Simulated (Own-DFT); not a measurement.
## Calculated data, W$_{31}$C$_{33}$ (WC crystal with substituted atoms, atoms displaced), WC (WC crystal, atoms displaced)

Computed with Own-DFT development build. A calculation, not a measurement: plane-wave density functional theory by an unreviewed code, no spin, of a simulated periodic cell, stress positive in tension, run twice, with PBE and with PBEsol, both on files made for PBE, so the change isn't that of files made for PBEsol, forces on such cells moved up to 12 meV/angstrom on a denser k mesh; the far tail of each file's local potential was reset to the Coulomb form; each entry is a single point on an unrelaxed cell, so the pressure reflects the starting lattice, taken from the Materials Project, from which strain is counted, and rises with the displacements; printed positions are rounded, which can move forces by about a meV/angstrom; the program, named Own-DFT, is a retired in-house code; no spin-orbit coupling; stress was not checked against mesh or cutoff.

Settings shared by all entries: functional PBE, then PBEsol; potential files PseudoDojo norm-conserving, scalar-relativistic, standard set; wave cutoff 50 hartree; occupations cold (Marzari-Vanderbilt); smearing width 0.2 eV; k mesh 4 x 4 x 4 centred on Gamma.

(1) W$_{31}$C$_{33}$ (WC crystal with substituted atoms, atoms displaced)

```cif
# cell vector a (Å): 5.8332 -5.0517 -2.8394
# cell vector b (Å): 0.0000 -5.0517 8.5183
# cell vector c (Å): -5.8332 -5.0517 -2.8394
data_W31C33
_symmetry_space_group_name_H-M 'P 1'
_symmetry_Int_Tables_number 1
_cell_length_a 8.2224
_cell_length_b 9.9036
_cell_length_c 8.2224
_cell_angle_alpha 89.062
_cell_angle_beta 90.377
_cell_angle_gamma 89.062
_cell_volume 669.37
loop_
_atom_site_label
_atom_site_type_symbol
_atom_site_fract_x
_atom_site_fract_y
_atom_site_fract_z
_atom_site_occupancy
W1 W 0.68669 0.87447 0.92980 1
C1 C 0.68417 0.96536 0.68775 1
W2 W 0.37014 0.75583 0.88068 1
C2 C 0.37451 0.82961 0.62388 1
W3 W 0.17242 0.37316 0.93478 1
C3 C 0.17991 0.45620 0.68054 1
W4 W 0.06692 0.62029 0.79898 1
C4 C 0.05616 0.69637 0.55748 1
W5 W 0.93930 0.87466 0.68291 1
C5 C 0.93649 0.95402 0.43916 1
W6 W 0.87912 0.24320 0.88168 1
C6 C 0.87544 0.34407 0.62882 1
W7 W 0.75132 0.50244 0.74812 1
C7 C 0.74468 0.58720 0.48669 1
W8 W 0.63557 0.75543 0.62863 1
C8 C 0.62147 0.82498 0.37523 1
W9 W 0.56690 0.13027 0.82056 1
C9 C 0.54813 0.21472 0.56221 1
W10 W 0.42806 0.38084 0.68909 1
C10 C 0.45600 0.46657 0.44009 1
W11 W 0.31222 0.63282 0.55974 1
C11 C 0.30931 0.70811 0.31339 1
W12 W 0.19135 0.87281 0.43983 1
C12 C 0.19301 0.95508 0.18435 1
W13 W 0.24928 0.99548 0.74696 1
C13 C 0.25304 0.07174 0.49934 1
W14 W 0.12418 0.24729 0.62351 1
C14 C 0.11148 0.33710 0.36821 1
W15 W 0.99680 0.49940 0.49399 1
C15 C 0.00704 0.58622 0.24586 1
W16 W 0.86828 0.74272 0.38556 1
C16 C 0.87763 0.83601 0.12938 1
W17 W 0.80648 0.12758 0.56238 1
C17 C 0.80170 0.20585 0.31973 1
W18 W 0.68266 0.36551 0.44454 1
C18 C 0.68443 0.45849 0.19011 1
C19 C 0.56499 0.61989 0.30438 1
C20 C 0.55452 0.71392 0.05951 1
W19 W 0.42875 0.87466 0.18029 1
C21 C 0.42702 0.95446 0.93916 1
W20 W 0.50188 0.00213 0.49641 1
C22 C 0.49397 0.08571 0.25523 1
W21 W 0.37957 0.24547 0.39097 1
C23 C 0.37709 0.33736 0.12064 1
W22 W 0.24698 0.49995 0.26843 1
C24 C 0.24818 0.58394 0.00173 1
W23 W 0.13673 0.75712 0.12281 1
C25 C 0.11809 0.83474 0.87189 1
W24 W 0.05586 0.12544 0.30653 1
C26 C 0.05673 0.20971 0.06613 1
W25 W 0.93764 0.37255 0.17804 1
C27 C 0.94851 0.46159 0.93757 1
W26 W 0.81860 0.61729 0.05463 1
C28 C 0.80811 0.70461 0.80462 1
W27 W 0.75184 0.00413 0.25024 1
C29 C 0.75134 0.08526 0.98833 1
W28 W 0.62288 0.24753 0.13288 1
C30 C 0.63007 0.32767 0.86946 1
W29 W 0.50174 0.49827 0.99982 1
C31 C 0.50676 0.59141 0.73991 1
W30 W 0.32680 0.12381 0.06386 1
C32 C 0.31381 0.20647 0.81983 1
W31 W 0.98258 0.99119 0.99761 1
C33 C 0.00013 0.08500 0.75344 1
```

The calculation gives: PBE pressure 5.33 GPa; PBE stress xx -4.45 GPa; PBE stress yy -5.55 GPa; PBE stress zz -6 GPa; PBE stress yz -0.42 GPa; PBE stress xz 0.33 GPa; PBE stress xy 0.15 GPa; PBEsol pressure -2.6 GPa; PBEsol stress xx 3.35 GPa; PBEsol stress yy 2.24 GPa; PBEsol stress zz 2.22 GPa; PBEsol stress yz -0.41 GPa; PBEsol stress xz 0.33 GPa; PBEsol stress xy 0.15 GPa; rms change of force components from PBE to PBEsol 0.027 eV/Å.

Force:
```tsv
force element	PBE force x (eV/Å)	PBE force y (eV/Å)	PBE force z (eV/Å)	PBEsol force x (eV/Å)	PBEsol force y (eV/Å)	PBEsol force z (eV/Å)
W	-1.558	-0.498	-1.065	-1.514	-0.49	-1.047
C	0.486	0.062	-0.49	0.484	0.051	-0.488
W	1.949	1.836	-1.988	1.904	1.799	-1.951
C	0.075	-1.068	0.484	0.061	-1.05	0.488
W	2.979	-3.337	-2.091	2.941	-3.28	-2.065
C	0.406	-0.532	-0.396	0.392	-0.516	-0.392
W	-2.53	-1.728	0.718	-2.51	-1.692	0.699
C	0.385	-1.705	1.414	0.376	-1.683	1.389
W	-0.686	-0.003	-0.072	-0.687	0.005	-0.072
C	0.225	-0.202	0.972	0.214	-0.205	0.968
W	1.013	1.038	3.387	1.004	1.029	3.338
C	0.034	1.222	-1.66	0.037	1.21	-1.637
W	-0.237	1.042	-0.473	-0.23	1.021	-0.453
C	-1.219	-0.495	-2.562	-1.209	-0.506	-2.553
W	-1.274	3.382	0.966	-1.283	3.333	0.945
C	0.182	-1.279	2.004	0.178	-1.283	1.997
W	0.335	3.161	0.469	0.331	3.111	0.458
C	0.025	-1.787	-2.43	0.036	-1.76	-2.394
W	1.283	-1.055	-1.24	1.297	-1.039	-1.239
C	-1.911	1.778	-0.287	-1.898	1.755	-0.303
W	0.728	0.071	-2.57	0.694	0.066	-2.538
C	-0.508	0.175	1.322	-0.518	0.178	1.33
W	-0.07	1.7	0.942	-0.064	1.676	0.913
C	-1.176	-0.041	1.63	-1.154	-0.042	1.594
W	-0.876	-1.021	1.166	-0.869	-0.997	1.14
C	-0.337	-0.583	1.947	-0.324	-0.587	1.917
W	-0.381	0.29	0.299	-0.386	0.273	0.303
C	0.232	-0.866	-2.053	0.216	-0.853	-2.022
W	-0.784	0.491	-0.582	-0.779	0.458	-0.565
C	-0.631	0.653	0.374	-0.624	0.64	0.36
W	3.09	1.238	2.988	3.066	1.201	2.937
C	-0.346	1.3	-1.216	-0.323	1.276	-1.186
W	0.409	-1.104	-1.555	0.405	-1.08	-1.53
C	1.55	-0.159	0.094	1.527	-0.144	0.085
W	1.713	-1.841	3.58	1.681	-1.812	3.486
C	0.894	0.453	-0.698	0.891	0.463	-0.714
C	0.268	-0.205	-0.871	0.266	-0.2	-0.851
C	1.402	0.42	-0.339	1.388	0.432	-0.312
W	0.557	-3.345	-2.896	0.536	-3.278	-2.783
C	1.307	-1.074	0.608	1.277	-1.057	0.595
W	-0.696	0.429	-2.023	-0.695	0.428	-1.983
C	1.028	-0.228	-1.027	1.011	-0.238	-1.009
W	0.436	3.377	4.425	0.444	3.326	4.344
C	-1.095	-0.167	-0.184	-1.065	-0.159	-0.186
W	4.196	1.14	0.823	4.141	1.16	0.837
C	0.421	-0.159	-0.847	0.415	-0.155	-0.833
W	-2.761	3.096	-1.695	-2.704	3.042	-1.679
C	0.353	-0.096	-0.263	0.356	-0.106	-0.251
W	0.053	-1.25	-1.786	0.038	-1.231	-1.754
C	0.997	0.32	-1.266	0.97	0.319	-1.234
W	-2.695	-1.188	0.497	-2.641	-1.181	0.488
C	-1.142	1.823	0.929	-1.126	1.796	0.918
W	-2.033	-1.339	2.026	-1.984	-1.324	1.989
C	0.35	-1.898	-0.536	0.348	-1.867	-0.53
W	-1.312	1.622	-1.892	-1.292	1.578	-1.863
C	-2.156	-0.406	-1.244	-2.121	-0.401	-1.23
W	1.189	0.146	1.728	1.173	0.155	1.703
C	-0.934	-1.177	1.247	-0.926	-1.157	1.228
W	-0.599	-0.367	0.9	-0.594	-0.345	0.883
C	-1.47	0.203	-0.448	-1.447	0.194	-0.444
W	-2.785	1.888	2.281	-2.731	1.864	2.236
C	0.277	0.712	0.591	0.276	0.699	0.583
W	2.858	-3.744	0.179	2.82	-3.69	0.186
C	0.515	0.879	-0.246	0.503	0.875	-0.242
```

(2) WC (WC crystal, atoms displaced)

```cif
# cell vector a (Å): 5.8332 -5.0517 -2.8394
# cell vector b (Å): 0.0000 -5.0517 8.5183
# cell vector c (Å): -5.8332 -5.0517 -2.8394
data_WC
_symmetry_space_group_name_H-M 'P 1'
_symmetry_Int_Tables_number 1
_cell_length_a 8.2224
_cell_length_b 9.9036
_cell_length_c 8.2224
_cell_angle_alpha 89.062
_cell_angle_beta 90.377
_cell_angle_gamma 89.062
_cell_volume 669.37
loop_
_atom_site_label
_atom_site_type_symbol
_atom_site_fract_x
_atom_site_fract_y
_atom_site_fract_z
_atom_site_occupancy
W1 W 0.68548 0.89763 0.94066 1
C1 C 0.70132 0.96838 0.65609 1
W2 W 0.38777 0.74800 0.88100 1
C2 C 0.37023 0.83129 0.62119 1
W3 W 0.17643 0.38691 0.94405 1
C3 C 0.19215 0.46879 0.69059 1
W4 W 0.06554 0.63116 0.81211 1
C4 C 0.05898 0.70748 0.58420 1
W5 W 0.94595 0.87147 0.68942 1
C5 C 0.92596 0.94673 0.44251 1
W6 W 0.85725 0.25089 0.86899 1
C6 C 0.90471 0.31558 0.62570 1
W7 W 0.76282 0.50852 0.74568 1
C7 C 0.74721 0.58607 0.50985 1
W8 W 0.61790 0.73350 0.61220 1
C8 C 0.62266 0.82235 0.36416 1
W9 W 0.55962 0.12790 0.82033 1
C9 C 0.54590 0.22932 0.56030 1
W10 W 0.46077 0.37288 0.69279 1
C10 C 0.43995 0.46579 0.44374 1
W11 W 0.31873 0.62109 0.56400 1
C11 C 0.32763 0.70361 0.31079 1
W12 W 0.18976 0.88082 0.44891 1
C12 C 0.18542 0.95685 0.19679 1
W13 W 0.24100 0.98465 0.75026 1
C13 C 0.28819 0.08260 0.49500 1
W14 W 0.14965 0.25943 0.62321 1
C14 C 0.14319 0.33023 0.37544 1
W15 W 0.00919 0.48640 0.51154 1
C15 C 0.99308 0.58502 0.23727 1
W16 W 0.87076 0.75584 0.39063 1
C16 C 0.87952 0.85778 0.12750 1
W17 W 0.80966 0.11718 0.55510 1
C17 C 0.82511 0.21523 0.28913 1
W18 W 0.68304 0.38762 0.43032 1
C18 C 0.66364 0.43940 0.18572 1
W19 W 0.57417 0.63664 0.29247 1
C19 C 0.57992 0.70039 0.04196 1
W20 W 0.44712 0.87433 0.20360 1
C20 C 0.42893 0.96701 0.94157 1
W21 W 0.51733 0.01753 0.50038 1
C21 C 0.50362 0.08502 0.25430 1
W22 W 0.35893 0.23318 0.39575 1
C22 C 0.37343 0.34040 0.13598 1
W23 W 0.24705 0.50694 0.25497 1
C23 C 0.25988 0.58416 0.00464 1
W24 W 0.13312 0.76375 0.12872 1
C24 C 0.12515 0.82731 0.86954 1
W25 W 0.05010 0.12269 0.31855 1
C25 C 0.04226 0.19034 0.04780 1
W26 W 0.93839 0.38205 0.18128 1
C26 C 0.90848 0.47551 0.95063 1
W27 W 0.80771 0.62441 0.07953 1
C27 C 0.82053 0.71744 0.80516 1
W28 W 0.73454 0.01224 0.24099 1
C28 C 0.75039 0.07104 0.00382 1
W29 W 0.61477 0.23731 0.12828 1
C29 C 0.62516 0.33012 0.89151 1
W30 W 0.50790 0.49688 0.00766 1
C30 C 0.49824 0.58752 0.74430 1
W31 W 0.30299 0.12884 0.05751 1
C31 C 0.31377 0.19644 0.80323 1
W32 W 0.99680 0.00409 0.00018 1
C32 C 0.00278 0.09291 0.72965 1
```

It finds PBE pressure 15.61 GPa; PBE stress xx -13.3 GPa; PBE stress yy -14.76 GPa; PBE stress zz -18.76 GPa; PBE stress yz 0.93 GPa; PBE stress xz -0.16 GPa; PBE stress xy 1.12 GPa; PBEsol pressure 7.52 GPa; PBEsol stress xx -5.38 GPa; PBEsol stress yy -6.8 GPa; PBEsol stress zz -10.36 GPa; PBEsol stress yz 0.95 GPa; PBEsol stress xz -0.18 GPa; PBEsol stress xy 1.09 GPa; rms change of force components from PBE to PBEsol 0.039 eV/Å.

Force:
```tsv
force element	PBE force x (eV/Å)	PBE force y (eV/Å)	PBE force z (eV/Å)	PBEsol force x (eV/Å)	PBEsol force y (eV/Å)	PBEsol force z (eV/Å)
W	1.719	6.036	-6.898	1.666	5.936	-6.82
C	-4.863	-0.257	-3.867	-4.788	-0.268	-3.81
W	-0.472	1.339	2.027	-0.466	1.348	2.006
C	0.426	-1.301	-1.03	0.4	-1.262	-1.024
W	1.605	0.431	-2.723	1.58	0.404	-2.676
C	-0.25	-0.081	-2.055	-0.25	-0.063	-2.022
W	-2.232	-0.376	-2.529	-2.191	-0.354	-2.485
C	3.323	1.865	0.869	3.259	1.827	0.866
W	-1.765	0.665	3.267	-1.703	0.658	3.22
C	1.453	-2.028	2.042	1.424	-2.019	2.021
W	2.38	-2.683	-1.867	2.333	-2.665	-1.867
C	-2.286	0.874	3.211	-2.25	0.847	3.158
W	-2.798	0.968	-1.179	-2.776	0.958	-1.143
C	2.931	1.223	-0.643	2.878	1.207	-0.631
W	-0.883	-5.826	4.47	-0.842	-5.748	4.392
C	-0.292	-3.83	1.036	-0.281	-3.777	1.014
W	1.416	1.368	0.154	1.392	1.314	0.147
C	3.154	-0.728	-4.586	3.098	-0.699	-4.535
W	-4.279	0.952	4.228	-4.227	0.981	4.183
C	0.609	0.548	-0.207	0.598	0.523	-0.205
W	-0.794	0.123	1.987	-0.789	0.09	1.957
C	-1.533	0.25	1.751	-1.497	0.24	1.728
W	1.646	2.238	-0.733	1.615	2.2	-0.719
C	0.567	-1.022	1.243	0.548	-1.002	1.232
W	2.02	-4.088	2.948	1.999	-4.038	2.917
C	-8.163	4.692	-2.915	-8.086	4.645	-2.91
W	-4.306	2.135	-2.518	-4.223	2.131	-2.459
C	-2.274	1.615	1.932	-2.269	1.58	1.904
W	0.508	0.506	5.17	0.486	0.472	5.079
C	-1.002	-3.484	-0.997	-0.975	-3.426	-0.988
W	3.519	2.452	-1.557	3.443	2.442	-1.523
C	-1.062	1.837	-2.81	-1.049	1.808	-2.757
W	2.84	-4.311	3.701	2.818	-4.237	3.626
C	-3.164	0.24	-0.243	-3.112	0.255	-0.242
W	0.303	0.041	-3.492	0.287	0.048	-3.441
C	1.269	-3.718	0.428	1.253	-3.677	0.425
W	-4.581	1.757	-5.121	-4.529	1.716	-5.056
C	-2.428	-1.145	1.909	-2.423	-1.135	1.874
W	0.664	3.863	4.326	0.662	3.807	4.264
C	0.324	0.099	-1.408	0.327	0.085	-1.378
W	-1.33	3.958	-4.783	-1.293	3.935	-4.678
C	-1.5	1.911	0.517	-1.483	1.886	0.495
W	10.5	-3.313	9.482	10.39	-3.317	9.378
C	-0.21	1.735	-0.055	-0.196	1.715	-0.039
W	1.234	0.461	-1.537	1.227	0.466	-1.519
C	-0.391	0.167	0.753	-0.386	0.167	0.737
W	-0.888	2.483	-2.437	-0.873	2.456	-2.412
C	-0.875	-2.146	-0.342	-0.853	-2.112	-0.338
W	3.115	-0.48	-0.176	3.091	-0.47	-0.168
C	0.084	-4.992	3.122	0.071	-4.934	3.083
W	-0.867	0.74	-2.221	-0.853	0.737	-2.174
C	3.563	0.542	-3.008	3.512	0.531	-2.976
W	4.496	-0.104	3.75	4.421	-0.069	3.677
C	-1.802	0.609	-0.793	-1.747	0.618	-0.798
W	0.927	-3.16	-6.741	0.914	-3.114	-6.645
C	0.698	-2.211	5.337	0.678	-2.194	5.281
W	1.033	-2.065	4.21	1.059	-2.048	4.166
C	0.72	0.978	1.085	0.704	0.975	1.063
W	-0.274	3.453	2.123	-0.275	3.393	2.106
C	0.044	-0.839	-2.02	0.064	-0.824	-1.983
W	-0.92	-0.633	-0.795	-0.892	-0.628	-0.807
C	-1.126	-1.804	0.64	-1.101	-1.785	0.618
W	1.583	1.702	-1.747	1.535	1.681	-1.733
C	-1.063	-0.228	-1.682	-1.056	-0.218	-1.654
```

(3) WC (WC crystal, atoms displaced)

```cif
# cell vector a (Å): 5.8332 -5.0517 -2.8394
# cell vector b (Å): 0.0000 -5.0517 8.5183
# cell vector c (Å): -5.8332 -5.0517 -2.8394
data_WC
_symmetry_space_group_name_H-M 'P 1'
_symmetry_Int_Tables_number 1
_cell_length_a 8.2224
_cell_length_b 9.9036
_cell_length_c 8.2224
_cell_angle_alpha 89.062
_cell_angle_beta 90.377
_cell_angle_gamma 89.062
_cell_volume 669.37
loop_
_atom_site_label
_atom_site_type_symbol
_atom_site_fract_x
_atom_site_fract_y
_atom_site_fract_z
_atom_site_occupancy
W1 W 0.68380 0.89189 0.94153 1
C1 C 0.70110 0.98318 0.69641 1
W2 W 0.36909 0.75343 0.86004 1
C2 C 0.37495 0.82550 0.62167 1
W3 W 0.19709 0.38843 0.95972 1
C3 C 0.19302 0.46627 0.69004 1
W4 W 0.04610 0.61806 0.79525 1
C4 C 0.07041 0.71105 0.57729 1
W5 W 0.91758 0.88918 0.69426 1
C5 C 0.92212 0.94982 0.43107 1
W6 W 0.86544 0.24784 0.85606 1
C6 C 0.87782 0.32417 0.63664 1
W7 W 0.75482 0.50651 0.77147 1
C7 C 0.74353 0.58479 0.50027 1
W8 W 0.62954 0.75458 0.63196 1
C8 C 0.63491 0.83719 0.35808 1
W9 W 0.58511 0.11904 0.81653 1
C9 C 0.56058 0.23252 0.55751 1
W10 W 0.44407 0.38100 0.68173 1
C10 C 0.41896 0.46313 0.46281 1
W11 W 0.30126 0.61402 0.57072 1
C11 C 0.32007 0.70470 0.32079 1
W12 W 0.18858 0.87920 0.43496 1
C12 C 0.18555 0.95025 0.18108 1
W13 W 0.26028 0.98552 0.76294 1
C13 C 0.24683 0.07720 0.50480 1
W14 W 0.13474 0.26157 0.62466 1
C14 C 0.11972 0.34137 0.37668 1
W15 W 0.00464 0.51175 0.50109 1
C15 C 0.99474 0.59085 0.24322 1
W16 W 0.84144 0.75860 0.35154 1
C16 C 0.87304 0.82920 0.13805 1
W17 W 0.78492 0.11801 0.55861 1
C17 C 0.82817 0.20225 0.31003 1
W18 W 0.67280 0.37650 0.43390 1
C18 C 0.68089 0.45329 0.18522 1
W19 W 0.55186 0.61212 0.30802 1
C19 C 0.56390 0.70918 0.07318 1
W20 W 0.43618 0.86210 0.18688 1
C20 C 0.43110 0.96213 0.91625 1
W21 W 0.50538 0.01274 0.51904 1
C21 C 0.49473 0.09253 0.24846 1
W22 W 0.37119 0.23439 0.38158 1
C22 C 0.38210 0.33655 0.12521 1
W23 W 0.24697 0.50567 0.28068 1
C23 C 0.25870 0.58031 0.00669 1
W24 W 0.13801 0.76257 0.13170 1
C24 C 0.14577 0.83818 0.88288 1
W25 W 0.07279 0.14185 0.31444 1
C25 C 0.06733 0.20235 0.08182 1
W26 W 0.93618 0.38233 0.17915 1
C26 C 0.92656 0.46383 0.93734 1
W27 W 0.84258 0.64592 0.05830 1
C27 C 0.81380 0.71611 0.80638 1
W28 W 0.74873 0.00182 0.26543 1
C28 C 0.75303 0.07069 0.01215 1
W29 W 0.62586 0.26452 0.11115 1
C29 C 0.61694 0.33966 0.86218 1
W30 W 0.51370 0.51762 0.96990 1
C30 C 0.50091 0.57022 0.74985 1
W31 W 0.31082 0.14414 0.07207 1
C31 C 0.32640 0.21364 0.82465 1
W32 W 0.00578 0.98972 0.98994 1
C32 C 0.99008 0.09148 0.75858 1
```

It finds PBE pressure 19.58 GPa; PBE stress xx -19.27 GPa; PBE stress yy -17.87 GPa; PBE stress zz -21.59 GPa; PBE stress yz -0.29 GPa; PBE stress xz -1.55 GPa; PBE stress xy -0.96 GPa; PBEsol pressure 11.47 GPa; PBEsol stress xx -11.28 GPa; PBEsol stress yy -9.93 GPa; PBEsol stress zz -13.18 GPa; PBEsol stress yz -0.29 GPa; PBEsol stress xz -1.55 GPa; PBEsol stress xy -0.95 GPa; rms change of force components from PBE to PBEsol 0.048 eV/Å.

Force:
```tsv
force element	PBE force x (eV/Å)	PBE force y (eV/Å)	PBE force z (eV/Å)	PBEsol force x (eV/Å)	PBEsol force y (eV/Å)	PBEsol force z (eV/Å)
W	-0.214	2.552	-5.641	-0.168	2.511	-5.543
C	-2.527	4.851	-5.136	-2.505	4.786	-5.081
W	-0.752	-2.489	-4.85	-0.741	-2.476	-4.771
C	0.575	-0.748	1.095	0.54	-0.759	1.082
W	1.319	4.131	0.202	1.318	4.083	0.188
C	-2.073	1.564	-2.176	-2.036	1.562	-2.14
W	-0.513	-7.274	-0.254	-0.508	-7.165	-0.253
C	0.7	1.823	2.378	0.692	1.792	2.312
W	5.636	-0.482	-4.44	5.531	-0.477	-4.374
C	0.273	-2.943	-0.449	0.246	-2.885	-0.442
W	-2.491	-5.448	-2.287	-2.499	-5.353	-2.242
C	2.133	1.076	3.446	2.099	1.058	3.393
W	4.571	5.237	2.338	4.492	5.169	2.322
C	-0.159	-0.007	0.084	-0.165	-0.001	0.09
W	0.458	2.599	0.524	0.455	2.554	0.504
C	-6.288	2.235	1.267	-6.201	2.215	1.262
W	-6.134	0.326	7.773	-6.026	0.315	7.659
C	-0.65	1.756	-4.188	-0.63	1.746	-4.143
W	-4.588	0.747	-3.22	-4.545	0.726	-3.147
C	5.146	2.084	-0.572	5.084	2.058	-0.558
W	2.223	-4.764	5.149	2.203	-4.679	5.085
C	-0.82	0.113	1.66	-0.798	0.125	1.642
W	-1.741	0.239	-1.113	-1.701	0.231	-1.108
C	-0.201	-3.463	2.018	-0.197	-3.413	1.982
W	1.093	1.886	9.834	1.088	1.882	9.689
C	-0.392	-1.052	0.329	-0.351	-1.046	0.33
W	-2.738	1.175	-2.501	-2.683	1.172	-2.441
C	-0.291	-0.545	-0.75	-0.286	-0.55	-0.744
W	-1.998	3.875	-0.246	-1.937	3.779	-0.277
C	-0.27	-1.726	-1.647	-0.258	-1.702	-1.635
W	0.378	-7.241	-10.54	0.39	-7.158	-10.4
C	3.719	-0.828	5.255	3.677	-0.818	5.199
W	7.29	-7.285	3.713	7.151	-7.182	3.655
C	-1.581	0.259	2.862	-1.559	0.256	2.828
W	3.27	-2.759	-0.477	3.203	-2.699	-0.454
C	0.633	-1.056	0.938	0.617	-1.034	0.906
W	0.603	-3.311	1.36	0.595	-3.294	1.369
C	2.006	0.753	0.972	1.967	0.74	0.96
W	0.47	-2.502	3.714	0.458	-2.45	3.64
C	-0.835	-4.402	-3.775	-0.8	-4.34	-3.743
W	0.685	5.652	-0.913	0.695	5.54	-0.876
C	0.873	-0.086	-1.792	0.844	-0.101	-1.754
W	0.813	-2.859	5.351	0.786	-2.827	5.286
C	-1.047	-1.238	0.887	-1.029	-1.195	0.867
W	4.616	4.911	1.586	4.531	4.835	1.588
C	-0.035	-0.644	1.71	-0.02	-0.635	1.68
W	-0.469	4.626	-3.672	-0.478	4.57	-3.598
C	-2.167	3.134	-0.059	-2.146	3.06	-0.063
W	-2.775	3.688	-3.86	-2.714	3.631	-3.803
C	1.694	1.342	2.899	1.672	1.285	2.853
W	-1.301	-0.555	-1.029	-1.272	-0.565	-1.025
C	1.149	-1.503	-2.246	1.134	-1.491	-2.208
W	-3.685	7.049	-1.483	-3.647	6.984	-1.474
C	-1.058	-0.513	0.384	-1.037	-0.493	0.376
W	2.951	2.698	4.846	2.91	2.685	4.745
C	0.552	-1.986	2.859	0.567	-1.933	2.832
W	-1.459	0.027	-3.974	-1.446	0.031	-3.915
C	0.56	-1.39	-2.05	0.562	-1.385	-2.029
W	-9.071	-2.544	-5.896	-8.963	-2.5	-5.861
C	2.494	-0.478	5.422	2.468	-0.465	5.364
W	2.408	3.331	-4.097	2.356	3.272	-4.037
C	-0.015	1.141	0.745	-0.014	1.107	0.741
W	-3.214	-3.483	2.667	-3.167	-3.43	2.632
C	2.257	0.721	-0.936	2.194	0.738	-0.923
```
